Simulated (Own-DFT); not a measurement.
GaP (zincblende, strained, atoms displaced) (calculated)

Computed with Own-DFT development build. A calculation, not a measurement: plane-wave PBE density functional theory by an unreviewed code, no spin, of a simulated periodic cell, stress positive in tension, free energy of the whole cell less one offset for each atom, forces on such cells passed a denser k mesh, this cell's mesh not checked; offsets are fitted by least squares, one for each functional and potential file, so energies compare only between cells with the same atoms and settings and are not formation energies; the far tail of each file's local potential was reset to the Coulomb form; each entry is a single point on an unrelaxed cell, so the pressure reflects the starting lattice, mostly measured values (interpolated for alloys), from which strain is counted, and rises with the displacements; printed positions are rounded, which can move forces by about a meV/angstrom; the program, named Own-DFT, is a retired in-house code; no spin-orbit coupling.

### GaP (zincblende, strained, atoms displaced)

```
GaP
1.0
     10.8620     0.0000     0.0000
      0.0000    10.8620     0.0000
      0.0000     0.0000    10.9361
Ga P Ga P Ga P Ga P Ga P Ga P Ga P Ga P
4 4 4 4 4 4 4 4 4 4 4 4 4 4 4 4
Direct
  0.00853 0.00545 0.99935
  0.99015 0.24334 0.25370
  0.25087 0.99826 0.26160
  0.25379 0.25781 0.99557
  0.12297 0.12030 0.13618
  0.12216 0.37534 0.38890
  0.38736 0.12662 0.38306
  0.36815 0.38516 0.11764
  0.00506 0.99518 0.50602
  0.01548 0.23924 0.74348
  0.25258 0.98795 0.75340
  0.24350 0.25066 0.50867
  0.12563 0.12802 0.62088
  0.12632 0.38494 0.86590
  0.36343 0.12030 0.87427
  0.38492 0.37601 0.62592
  0.99600 0.51978 0.00144
  0.99539 0.74589 0.25726
  0.25255 0.50216 0.25232
  0.24111 0.75423 0.00688
  0.12748 0.61886 0.11964
  0.12132 0.86227 0.37940
  0.35876 0.63634 0.37371
  0.37025 0.87930 0.12609
  0.99807 0.49325 0.49626
  0.00696 0.74099 0.74989
  0.25667 0.50142 0.75053
  0.25826 0.73922 0.49894
  0.13002 0.62886 0.61561
  0.12563 0.87935 0.85229
  0.37316 0.62906 0.88930
  0.37839 0.87519 0.62007
  0.49026 0.99264 0.98916
  0.49810 0.25310 0.24197
  0.75401 0.00679 0.23811
  0.73148 0.24346 0.98461
  0.62236 0.11596 0.12706
  0.62012 0.36667 0.39068
  0.87988 0.13059 0.38728
  0.87487 0.37338 0.12830
  0.51169 0.99597 0.51670
  0.50376 0.24769 0.75149
  0.74467 0.99774 0.74260
  0.75017 0.24507 0.48699
  0.63618 0.12140 0.61774
  0.61920 0.37124 0.88487
  0.86697 0.11550 0.87889
  0.88207 0.36994 0.62264
  0.51680 0.51428 0.99739
  0.50147 0.74788 0.24602
  0.74878 0.49356 0.24838
  0.75653 0.74504 0.00136
  0.62966 0.62408 0.12739
  0.62011 0.87235 0.37901
  0.86462 0.63628 0.37967
  0.87322 0.87181 0.12275
  0.51111 0.50249 0.49601
  0.50752 0.75391 0.74024
  0.74784 0.49569 0.75052
  0.75933 0.74712 0.50588
  0.62152 0.63604 0.63481
  0.62531 0.88161 0.87125
  0.86669 0.62337 0.87238
  0.87048 0.86900 0.62189
```

Settings of this run: functional PBE, potential files PseudoDojo norm-conserving, scalar-relativistic, standard set, wave cutoff 42 hartree, occupations Fermi-Dirac, smearing width 0.1 eV and k mesh 3 x 3 x 3 centred on Gamma.

The calculation gives: free energy of cell above offsets -29.325 eV; pressure 4.39 GPa; stress xx -4.61 GPa; stress yy -4.64 GPa; stress zz -3.93 GPa; stress yz -1.21 GPa; stress xz 0.87 GPa; stress xy 0.68 GPa.

Force:
```
element  x (eV/Å)  y (eV/Å)  z (eV/Å)
     Ga    -0.551    -0.801    -0.142
     Ga     1.021      0.94     -0.05
     Ga     0.191     0.139     0.412
     Ga    -1.324    -0.296     0.226
      P     0.685     0.837    -0.648
      P     0.708    -0.545     -2.38
      P    -1.039    -0.098     0.069
      P     1.633    -0.125     0.512
     Ga     -0.42    -0.281    -0.305
     Ga    -1.993     1.306     1.772
     Ga     1.112     1.771    -2.174
     Ga     1.878     0.419    -0.839
      P     1.008    -2.363     0.299
      P    -0.756    -0.768     0.951
      P     1.031     0.631    -0.257
      P    -0.497     0.162    -0.081
     Ga    -0.388    -2.255    -0.486
     Ga     0.137     0.013    -1.111
     Ga    -0.922    -0.768     0.289
     Ga     0.381     0.617    -0.782
      P    -0.419     1.121     1.639
      P      0.69     1.017     0.126
      P     3.627    -2.417    -1.906
      P     0.139    -0.466     0.058
     Ga    -0.714     1.695     0.527
     Ga    -0.953     0.167    -0.772
     Ga     0.426     0.568    -0.368
     Ga    -1.566     2.708     1.618
      P    -0.488    -1.377     1.091
      P    -1.522    -1.417      3.37
      P     0.495     0.432    -1.528
      P    -0.561    -0.405     0.444
     Ga     0.248     0.454     0.854
     Ga    -0.358    -0.001     0.351
     Ga     0.341    -0.883      1.95
     Ga     1.976     -1.05     2.286
      P    -1.021     1.076    -1.315
      P     0.199     0.721    -2.808
      P      0.08    -2.173    -1.499
      P    -0.184    -0.113    -1.165
     Ga    -0.778     0.068    -1.813
     Ga    -0.343    -0.524     -0.33
     Ga     1.085    -0.237     0.487
     Ga     0.358     0.725     2.009
      P    -0.434     1.356     1.168
      P    -0.409     1.224    -2.005
      P     0.942     0.762    -0.965
      P    -1.059    -0.178     0.489
     Ga    -1.848    -0.673     0.185
     Ga    -0.564     0.596     0.415
     Ga     0.009    -0.019     1.145
     Ga     -0.94     0.941    -0.245
      P      0.36     0.432     0.451
      P      1.08     0.066    -0.453
      P     1.096    -2.781    -1.048
      P     1.149     0.274     0.055
     Ga    -1.477     1.143     0.911
     Ga    -2.083     1.067     2.484
     Ga    -0.116     -0.62    -0.473
     Ga    -2.364     0.723    -0.074
      P     1.807    -2.445    -1.919
      P     0.058    -1.204     0.332
      P     0.783     0.278    -0.361
      P     1.358     0.836     1.329
```
